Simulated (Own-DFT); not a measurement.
SiC (4H silicon carbide, atoms displaced) (calculated)

All values are calculated (Own-DFT development build). A calculation, not a measurement: plane-wave PBE density functional theory by an unreviewed code, no spin, of a simulated periodic cell, stress positive in tension, free energy of the whole cell less one offset for each atom, forces on such cells passed a denser k mesh, this cell's mesh not checked; offsets are fitted by least squares, one for each functional and potential file, so energies compare only between cells with the same atoms and settings and are not formation energies; the far tail of each file's local potential was reset to the Coulomb form; each entry is a single point on an unrelaxed cell, so the pressure reflects the starting lattice, mostly measured values (interpolated for alloys), from which strain is counted, and rises with the displacements; printed positions are rounded, which can move forces by about a meV/angstrom; the program, named Own-DFT, is a retired in-house code; no spin-orbit coupling.

## SiC (4H silicon carbide, atoms displaced)

```
CELL_PARAMETERS angstrom
9.24810 0.00000 0.00000
-4.62410 8.00910 0.00000
0.00000 0.00000 10.06810
ATOMIC_POSITIONS crystal
Si 0.00682 0.00217 0.41827
Si 0.11429 0.22976 0.15023
C 0.00509 0.01632 0.08297
C 0.10096 0.22166 0.33600
Si 0.98864 0.33215 0.40562
Si 0.12196 0.55452 0.16480
C 0.01042 0.33174 0.10416
C 0.12285 0.57229 0.34724
Si 0.99865 0.65489 0.42409
Si 0.12963 0.89798 0.14740
C 0.00914 0.66469 0.09456
C 0.12685 0.91600 0.33561
Si 0.32872 0.00170 0.40839
Si 0.45191 0.21984 0.16415
C 0.34585 0.00129 0.10160
C 0.45768 0.24301 0.36213
Si 0.34295 0.32140 0.40262
Si 0.43956 0.55899 0.15856
C 0.35226 0.33648 0.09287
C 0.42763 0.53645 0.35517
Si 0.33326 0.66217 0.41732
Si 0.43972 0.88042 0.15293
C 0.33538 0.66212 0.08330
C 0.44268 0.89779 0.35284
Si 0.66016 0.00694 0.39605
Si 0.78491 0.21283 0.16942
C 0.68701 0.01501 0.10422
C 0.76484 0.18568 0.34449
Si 0.68671 0.35453 0.39787
Si 0.76561 0.55089 0.15255
C 0.66721 0.34194 0.09287
C 0.76735 0.53865 0.34708
Si 0.66871 0.69407 0.41483
Si 0.78073 0.86929 0.16147
C 0.68085 0.69460 0.08787
C 0.80183 0.90192 0.33245
Si 0.01689 0.04821 0.91300
Si 0.90541 0.76309 0.65941
C 0.00012 0.01353 0.58034
C 0.89249 0.77478 0.83526
Si 0.97970 0.64897 0.90812
Si 0.88776 0.45935 0.66686
C 0.01072 0.66983 0.59989
C 0.87094 0.43271 0.83883
Si 0.00573 0.31851 0.90680
Si 0.90001 0.11865 0.65152
C 0.00100 0.33169 0.60621
C 0.88838 0.09811 0.84254
Si 0.66398 0.99981 0.87786
Si 0.56656 0.80500 0.65462
C 0.68749 0.00628 0.59328
C 0.57705 0.78579 0.83906
Si 0.67586 0.67548 0.91095
Si 0.53192 0.42861 0.64794
C 0.65457 0.65537 0.59754
C 0.55825 0.43780 0.86536
Si 0.66419 0.33619 0.90555
Si 0.55748 0.11581 0.65912
C 0.66347 0.33730 0.58372
C 0.58413 0.12410 0.85128
Si 0.31873 0.00446 0.90221
Si 0.21499 0.76331 0.64562
C 0.32826 0.97854 0.59728
C 0.22071 0.79115 0.81643
Si 0.35181 0.68839 0.88961
Si 0.22434 0.42625 0.66151
C 0.34235 0.67395 0.59389
C 0.19867 0.45112 0.84777
Si 0.33731 0.32712 0.91022
Si 0.24367 0.13482 0.66361
C 0.34909 0.34884 0.60425
C 0.22245 0.08604 0.83986
```

- functional: PBE
- potential files: PseudoDojo norm-conserving, scalar-relativistic, standard set
- wave cutoff: 42 hartree
- occupations: Fermi-Dirac
- smearing width: 0.1 eV
- hardware: one NVIDIA H100
- k mesh: 4 x 4 x 3 centred on Gamma
- free energy of cell above offsets: 17.509 eV
- pressure: 13.42 GPa
- stress xx: -13.81 GPa
- stress yy: -14.4 GPa
- stress zz: -12.04 GPa
- stress yz: 0.63 GPa
- stress xz: -1.43 GPa
- stress xy: 1.32 GPa
- wall time: 358.1 s

Force:
| element | x (eV/Å) | y (eV/Å) | z (eV/Å) |
| --- | --- | --- | --- |
| Si | 0.078 | 1.266 | -7.305 |
| Si | 3.281 | -1.433 | 2.411 |
| C | 1.871 | -1.937 | 2.73 |
| C | 1.916 | 0.52 | 2.126 |
| Si | 2.26 | -0.54 | 0.799 |
| Si | -1.486 | 0.407 | -2.076 |
| C | -3.16 | 1.748 | -1.956 |
| C | -0.919 | -2.384 | 0.894 |
| Si | -1.479 | 1.867 | -4.868 |
| Si | -3.001 | -0.898 | 0.909 |
| C | -1.139 | 0.085 | 0.15 |
| C | -0.892 | -2.821 | 0.974 |
| Si | 1.361 | 1.266 | 1.081 |
| Si | -0.169 | 1.131 | 0.114 |
| C | -0.958 | 0.661 | -2.59 |
| C | 5.563 | -5.111 | -3.844 |
| Si | -7.9 | 2.512 | 1.575 |
| Si | 1.906 | -0.598 | 0.203 |
| C | -2.338 | -0.463 | 0.966 |
| C | 0.772 | 4.045 | -2.047 |
| Si | 0.531 | 0.98 | -1.604 |
| Si | 2.949 | 1.531 | 1.107 |
| C | -0.518 | 1.147 | 0.433 |
| C | 0.424 | -2.674 | -1.771 |
| Si | 1.567 | -10.31 | 4.873 |
| Si | -0.843 | 2.663 | -2.539 |
| C | -1.247 | -5.181 | -2.607 |
| C | -0.033 | 14.84 | -1.829 |
| Si | -0.645 | -10.12 | 3.977 |
| Si | 2.006 | 2.227 | 1.193 |
| C | 1.556 | -2.213 | 0.839 |
| C | 0.455 | 10.68 | -3.159 |
| Si | 1.083 | -3.347 | -0.524 |
| Si | -0.696 | 10.45 | -0.195 |
| C | -0.434 | -9.215 | -0.759 |
| C | -2.198 | -2.017 | 3.888 |
| Si | 5.129 | -6.704 | -0.565 |
| Si | -6.585 | 3.461 | 0.054 |
| C | 3.005 | -1.082 | 6.907 |
| C | -0.426 | 0.034 | 2.549 |
| Si | 1.924 | 2.129 | -0.447 |
| Si | 0.668 | -3.742 | -2.188 |
| C | -0.598 | -2.878 | -1.987 |
| C | 2.372 | 0.99 | 2.803 |
| Si | -5.671 | 0.46 | 1.859 |
| Si | -0.214 | -1.199 | 0.975 |
| C | -0.743 | 2.415 | -2.431 |
| C | -3.173 | 3.404 | -3.163 |
| Si | 3.541 | -0.214 | 5.805 |
| Si | 1.656 | -4.785 | -0.303 |
| C | -2.911 | 1.667 | -1.268 |
| C | -2.585 | -1.265 | -0.502 |
| Si | 1.386 | -0.672 | -2.389 |
| Si | 11.52 | 7.183 | 4.238 |
| C | 1.096 | 2.227 | -0.053 |
| C | -3.458 | 2.245 | -3.856 |
| Si | 2.121 | -1.449 | 2.048 |
| Si | 0.871 | -0.333 | -0.999 |
| C | 0.93 | -0.009 | 1.625 |
| C | -6.126 | -0.068 | -2.668 |
| Si | 10.26 | -5.112 | 3.633 |
| Si | 3.14 | 2.152 | 0.81 |
| C | -0.666 | 4.632 | -1.239 |
| C | 1.352 | -1.506 | 6.343 |
| Si | -2.309 | -1.541 | 0.861 |
| Si | -3.922 | 3.929 | 0.478 |
| C | 0.271 | -1.718 | 1.634 |
| C | 6.546 | 1.375 | -1.902 |
| Si | -0.527 | 0.776 | 0.34 |
| Si | -0.611 | -4.976 | -2.238 |
| C | -7.702 | -6.609 | -4.246 |
| C | -9.083 | 8.023 | -2.089 |
